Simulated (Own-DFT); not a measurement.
## Calculated data, Si₄SnGe₁₁ (diamond-structure random alloy, strained, atoms displaced)

All values are calculated (Own-DFT development build). A calculation, not a measurement: plane-wave density functional theory by an unreviewed code, no spin, of a simulated periodic cell, stress positive in tension, run twice, with PBE and with PBEsol, both on files made for PBE, so the change isn't that of files made for PBEsol, forces on such cells moved up to 12 meV/angstrom on a denser k mesh; the far tail of each file's local potential was reset to the Coulomb form; each entry is a single point on an unrelaxed cell, so the pressure reflects the starting lattice, mostly measured values (interpolated for alloys), from which strain is counted, and rises with the displacements; printed positions are rounded, which can move forces by about a meV/angstrom; the program, named Own-DFT, is a retired in-house code; no spin-orbit coupling; stress was not checked against mesh or cutoff.

## Si₄SnGe₁₁ (diamond-structure random alloy, strained, atoms displaced)

```
Si4SnGe11
1.0
     11.6456     0.0000     0.0000
      0.0000    11.6456     0.0000
      0.0000     0.0000    11.3064
Ge Sn Ge Si Ge Si Ge Si Ge Sn Ge Sn Si Ge Sn Si Ge Si Ge Si Ge
2 1 8 2 1 1 1 2 4 1 5 1 6 4 1 1 4 1 10 3 5
Direct
  0.99881 0.99451 0.00217
  0.00740 0.25342 0.25142
  0.25498 0.99905 0.24731
  0.25169 0.24235 0.99112
  0.13153 0.12096 0.12224
  0.12969 0.38721 0.37399
  0.38103 0.12165 0.37449
  0.38051 0.37125 0.13015
  0.00266 0.00441 0.49565
  0.98915 0.25353 0.74323
  0.24699 0.00143 0.75143
  0.24922 0.24719 0.50283
  0.12224 0.13386 0.62359
  0.12427 0.37548 0.87527
  0.37134 0.12944 0.87619
  0.37552 0.37200 0.62798
  0.00051 0.50147 0.99399
  0.99663 0.73867 0.24146
  0.24826 0.50653 0.25316
  0.24874 0.74492 0.00204
  0.13296 0.62728 0.13506
  0.11636 0.88132 0.37941
  0.37558 0.62672 0.37657
  0.37668 0.87875 0.11888
  0.00271 0.50362 0.50531
  0.00650 0.75622 0.74982
  0.25472 0.50612 0.75275
  0.25364 0.74676 0.50063
  0.12983 0.62159 0.62566
  0.12415 0.87770 0.87109
  0.37643 0.62312 0.87614
  0.37118 0.87462 0.62591
  0.50036 0.99655 0.00305
  0.49910 0.25050 0.25005
  0.75787 0.99479 0.24731
  0.75507 0.24387 0.00196
  0.61765 0.13084 0.11877
  0.62351 0.38031 0.37573
  0.87258 0.12009 0.37714
  0.88154 0.37321 0.13156
  0.49772 0.00534 0.49071
  0.49796 0.24420 0.75412
  0.75281 0.00237 0.75796
  0.74747 0.24680 0.49932
  0.62315 0.12417 0.62378
  0.62769 0.37967 0.87479
  0.87551 0.11838 0.87440
  0.87084 0.38225 0.62531
  0.50091 0.49970 0.00204
  0.50104 0.74825 0.25319
  0.74926 0.49845 0.25863
  0.75205 0.74835 0.99796
  0.62863 0.63397 0.12427
  0.62623 0.87005 0.36990
  0.87696 0.62030 0.37494
  0.87390 0.87622 0.12326
  0.50708 0.50182 0.49941
  0.49287 0.75333 0.75188
  0.74717 0.50064 0.75707
  0.74757 0.75963 0.50051
  0.62839 0.62382 0.62410
  0.61944 0.87746 0.87404
  0.87271 0.61952 0.87688
  0.87509 0.87622 0.61651
```

```
functional                                        : PBE, then PBEsol
potential files                                   : PseudoDojo norm-conserving, scalar-relativistic, standard set
wave cutoff                                       : 49 hartree
occupations                                       : Fermi-Dirac
smearing width                                    : 0.1 eV
k mesh                                            : 3 x 3 x 3 centred on Gamma
PBE pressure                                      : 0.11 GPa
PBE stress xx                                     : 0.35 GPa
PBE stress yy                                     : 0.7 GPa
PBE stress zz                                     : -1.38 GPa
PBE stress yz                                     : 0 GPa
PBE stress xz                                     : 0.06 GPa
PBE stress xy                                     : 0.02 GPa
PBEsol pressure                                   : -2.28 GPa
PBEsol stress xx                                  : 2.75 GPa
PBEsol stress yy                                  : 3.08 GPa
PBEsol stress zz                                  : 1.02 GPa
PBEsol stress yz                                  : 0 GPa
PBEsol stress xz                                  : 0.06 GPa
PBEsol stress xy                                  : 0.03 GPa
rms change of force components from PBE to PBEsol : 0.042 eV/Å
```

Force:
```csv
force element,PBE force x (eV/Å),PBE force y (eV/Å),PBE force z (eV/Å),PBEsol force x (eV/Å),PBEsol force y (eV/Å),PBEsol force z (eV/Å)
Ge,0.74,0.28,-0.478,0.681,0.295,-0.44
Ge,1.127,-1.611,1.217,1.086,-1.546,1.17
Sn,-0.512,-0.455,0.831,-0.494,-0.435,0.797
Ge,-0.308,1.09,0.957,-0.346,1.083,0.962
Ge,-1.426,1.192,-0.779,-1.377,1.155,-0.756
Ge,-0.259,-1.501,0.873,-0.275,-1.417,0.815
Ge,-0.016,1.856,0.582,-0.049,1.778,0.522
Ge,-0.883,0.127,-0.498,-0.875,0.164,-0.513
Ge,-0.324,0.559,1.235,-0.347,0.502,1.157
Ge,0.897,-0.298,0.516,0.839,-0.26,0.519
Ge,0.128,0.408,-0.369,0.12,0.396,-0.356
Si,0.203,0.494,-0.372,0.243,0.526,-0.401
Si,0.074,-0.478,0.022,0.021,-0.508,0.064
Ge,-0.081,0.063,-0.348,-0.049,0.035,-0.364
Si,0.958,-1.571,-0.192,0.909,-1.509,-0.214
Ge,0.19,0.245,-0.431,0.186,0.24,-0.365
Si,0.921,0.454,0.499,0.901,0.445,0.483
Si,-0.089,1.23,1.006,-0.085,1.197,0.984
Ge,0.37,-1.591,-1.019,0.337,-1.529,-0.978
Ge,0.334,0.665,-0.869,0.322,0.642,-0.777
Ge,-1.347,-0.229,-1.482,-1.232,-0.232,-1.436
Ge,0.316,-2.112,-0.735,0.319,-2.008,-0.687
Sn,0.918,-0.697,0.336,0.844,-0.634,0.285
Ge,1.022,-1.617,-0.512,0.951,-1.595,-0.456
Ge,-1.242,-1.208,-1.254,-1.201,-1.171,-1.225
Ge,-1.366,0.144,0.414,-1.348,0.107,0.362
Ge,0.995,-1.677,1.073,0.926,-1.661,1
Ge,-0.69,2.737,0.367,-0.694,2.61,0.337
Sn,-0.198,1.035,0.493,-0.189,1.002,0.472
Si,0.183,-0.228,0.831,0.179,-0.217,0.812
Si,0.225,0.497,0.135,0.185,0.449,0.17
Si,0.533,0.401,-0.308,0.455,0.4,-0.313
Si,-0.401,0.937,-0.781,-0.364,0.889,-0.736
Si,0.424,0.039,0.544,0.415,0.035,0.527
Si,-1.199,0.636,0.118,-1.168,0.614,0.117
Ge,-0.94,0.373,-1.044,-0.894,0.329,-0.988
Ge,0.486,-0.916,0.741,0.512,-0.86,0.69
Ge,-0.391,-0.964,0.061,-0.313,-0.928,0.045
Ge,0.218,0.488,-0.774,0.249,0.491,-0.707
Sn,-0.612,0.898,-1.021,-0.623,0.829,-0.953
Si,0.677,-1.362,1.301,0.684,-1.306,1.243
Ge,0.421,0.734,0.093,0.41,0.72,0.031
Ge,-0.67,-0.751,-1.385,-0.644,-0.719,-1.334
Ge,0.008,0.588,0.053,0.008,0.567,0.056
Ge,-0.148,-0.483,0.141,-0.113,-0.428,0.161
Si,-0.112,-0.831,0.238,-0.154,-0.858,0.278
Ge,0.519,0.726,0.414,0.484,0.702,0.404
Ge,-0.595,-0.094,-0.159,-0.53,-0.129,-0.172
Ge,0.339,0.22,-0.221,0.325,0.209,-0.16
Ge,0.586,1.151,-1.692,0.585,1.116,-1.636
Ge,-0.535,0.919,-0.511,-0.51,0.886,-0.476
Ge,-0.216,0.59,-0.244,-0.211,0.564,-0.223
Ge,-0.186,-1.003,0.436,-0.184,-0.964,0.426
Ge,-0.12,1.426,0.047,-0.114,1.315,0.051
Ge,-0.127,0.883,0.252,-0.15,0.815,0.263
Ge,0.257,-0.922,0.274,0.261,-0.895,0.198
Si,-0.14,-0.921,1.048,-0.127,-0.901,1.028
Si,0.121,-0.363,-0.286,0.186,-0.355,-0.276
Si,-0.105,-0.076,-0.544,-0.055,-0.026,-0.577
Ge,0.321,-1.309,-0.272,0.308,-1.263,-0.267
Ge,-0.376,0.4,0.634,-0.337,0.422,0.585
Ge,0.101,-0.357,0.095,0.163,-0.342,0.094
Ge,0.596,0.54,-0.448,0.568,0.582,-0.421
Ge,0.405,0.6,1.148,0.39,0.581,1.101
```
